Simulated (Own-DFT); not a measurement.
# How strain changes the stress of C40 NbSi2, 36 atoms (Nb12Si24)

Everything here is calculated. The program is Own-DFT (plane waves, in-house, since retired, never reviewed by a person); positions were held fixed, and spin and spin-orbit coupling were off.

All runs used: PBEsol; PseudoDojo norm-conserving scalar-relativistic files, made for PBE; cutoff 42 hartree; 4 x 4 x 5 k mesh centred on Gamma; cold (Marzari-Vanderbilt) smearing of 0.2 eV.

Known weak points: forces on such cells failed a check on a denser k mesh; stress not checked against mesh or cutoff.

Unstrained cell vectors in Å: (0.000, 8.324, 0.000); (-9.613, 0.000, 0.000); (0.000, 0.000, 6.586). The unstrained cell was taken from the Materials Project. The random moves and any unrelaxed bonds add to the pressure at no strain. Each run strains this cell uniformly, with the atoms carried along. All atoms carry random offsets, Gaussian with a width of 0.05 Å per axis. Stress is counted positive in tension, P = -(s_xx + s_yy + s_zz)/3, and strain components are those of the symmetric tensor.

| run | e_xx (%) | e_yy (%) | e_zz (%) | e_yz (%) | e_xz (%) | e_xy (%) | s_xx (GPa) | s_yy (GPa) | s_zz (GPa) | s_yz (GPa) | s_xz (GPa) | s_xy (GPa) | P (GPa) | E (meV/atom) |
|---|---|---|---|---|---|---|---|---|---|---|---|---|---|---|
| 1 | 1.52 | 0.11 | 0.48 | 1.26 | 1.67 | -1.62 | 6.70 | 2.73 | 2.83 | 4.05 | 5.33 | -4.38 | -4.09 | 21.8 |
| 2 | -0.84 | 0.15 | -1.22 | -0.95 | 0.37 | 1.06 | -2.69 | 0.46 | -6.43 | -3.83 | 1.71 | 3.09 | 2.88 | 4.6 |
| 3 | 1.45 | -1.02 | -1.22 | 1.31 | 1.93 | -1.43 | 5.26 | -2.70 | -5.92 | 3.97 | 5.93 | -4.32 | 1.12 | 14.8 |
| 4 | 0.93 | -0.17 | -0.58 | 0.50 | -0.71 | 1.36 | 4.11 | 1.21 | -2.34 | 1.46 | -2.01 | 3.93 | -1.00 | 2.2 |
| 5 | 0.34 | 1.81 | -0.58 | 1.56 | 0.76 | 1.22 | 2.59 | 7.42 | -2.18 | 4.56 | 2.03 | 3.79 | -2.61 | 27.0 |
| 6 | 0.66 | -0.29 | 1.21 | 0.33 | 0.79 | 1.48 | 3.81 | 2.43 | 5.58 | 0.64 | 2.42 | 4.36 | -3.94 | 1.3 |
| 7 | -1.72 | 0.04 | -1.45 | 0.75 | -1.57 | -1.26 | -6.06 | -1.39 | -8.69 | 1.75 | -5.21 | -4.05 | 5.38 | 15.5 |
| 8 | -0.49 | -0.98 | 0.37 | 1.30 | 1.49 | -1.69 | -1.80 | -2.28 | 0.42 | 4.54 | 4.25 | -5.56 | 1.22 | 15.8 |
| 9 | -1.06 | -0.59 | 0.19 | -0.49 | 1.99 | -1.19 | -2.88 | -0.50 | -1.29 | -1.86 | 6.44 | -3.29 | 1.55 | 5.5 |
| 10 | -1.16 | 1.85 | 0.24 | -0.04 | 1.28 | 0.24 | -1.31 | 6.83 | 2.22 | -0.60 | 3.66 | 0.69 | -2.58 | 2.2 |
| 11 | 1.69 | 1.92 | -1.58 | -0.38 | -1.48 | 0.36 | 7.46 | 7.78 | -4.82 | -1.78 | -4.41 | 1.11 | -3.47 | 16.0 |
| 12 | -0.46 | 0.66 | 1.02 | 1.14 | -0.79 | -1.57 | 0.52 | 4.48 | 3.87 | 3.27 | -2.31 | -4.75 | -2.95 | 10.7 |
| 13 | 1.64 | 0.27 | -0.32 | 1.56 | 0.34 | 0.13 | 6.84 | 3.87 | -0.31 | 5.15 | 0.52 | -0.29 | -3.46 | 5.0 |
| 14 | 1.89 | 1.83 | -1.69 | -1.15 | -1.96 | 1.42 | 7.25 | 7.77 | -5.34 | -3.37 | -6.23 | 3.71 | -3.23 | 25.5 |
| 15 | -0.54 | -0.86 | -1.82 | 1.49 | 1.99 | -0.51 | -4.02 | -3.45 | -10.98 | 4.89 | 6.73 | -1.74 | 6.15 | 32.4 |
| 16 | -1.16 | -1.07 | -0.66 | 0.50 | 1.14 | -0.27 | -4.80 | -3.46 | -5.02 | 1.81 | 3.11 | -1.01 | 4.43 | 0.0 |
| 17 | 0.00 | 0.89 | 0.37 | 0.71 | 1.00 | 1.15 | ? | ? | ? | ? | ? | ? | ? | ? |

E is the free energy for each atom above the lowest run shown.

## Worked fit

Regress every stress component on the fractional strains (shears doubled) of the visible runs, with a constant. Shear strains stay in the fit of a normal stress only where such slopes are resolved. The slopes, in GPa:

| stress | at no strain | per e_xx | per e_yy | per e_zz | scatter |
|---|---|---|---|---|---|
| s_xx | 0.9 | 361 ± 11 | 75 ± 12 | 78 ± 13 | 0.50 |
| s_yy | 1.5 | 72 ± 10 | 344 ± 11 | 95 ± 12 | 0.44 |
| s_zz | -0.5 | 77 ± 11 | 88 ± 13 | 473 ± 14 | 0.51 |

The slope of each shear stress on twice its own strain, from a fit on all six strains: yz 162 ± 7, xz 158 ± 5, xy 146 ± 4 GPa. These are stiffnesses along x, y and z of the frame in which the cell vectors are given, which need not be the crystal's axes. No internal relaxation is included, and where it is allowed it would reduce some of the slopes. The table should be nearly symmetric about its diagonal, and what it lacks of that shows the noise. A ninth of the table's sum, 185 ± 7 GPa, estimates the bulk modulus near the mean pressure of these runs, -0.3 GPa.

## The run left out

Q: what normal stresses and pressure should run 17 give?

The fitted form gives s_xx = 1.9, s_yy = 4.9, s_zz = 2.1 and P = -2.9 GPa. Computed: 2.34, 3.76, 1.93 and P = -2.68 GPa.
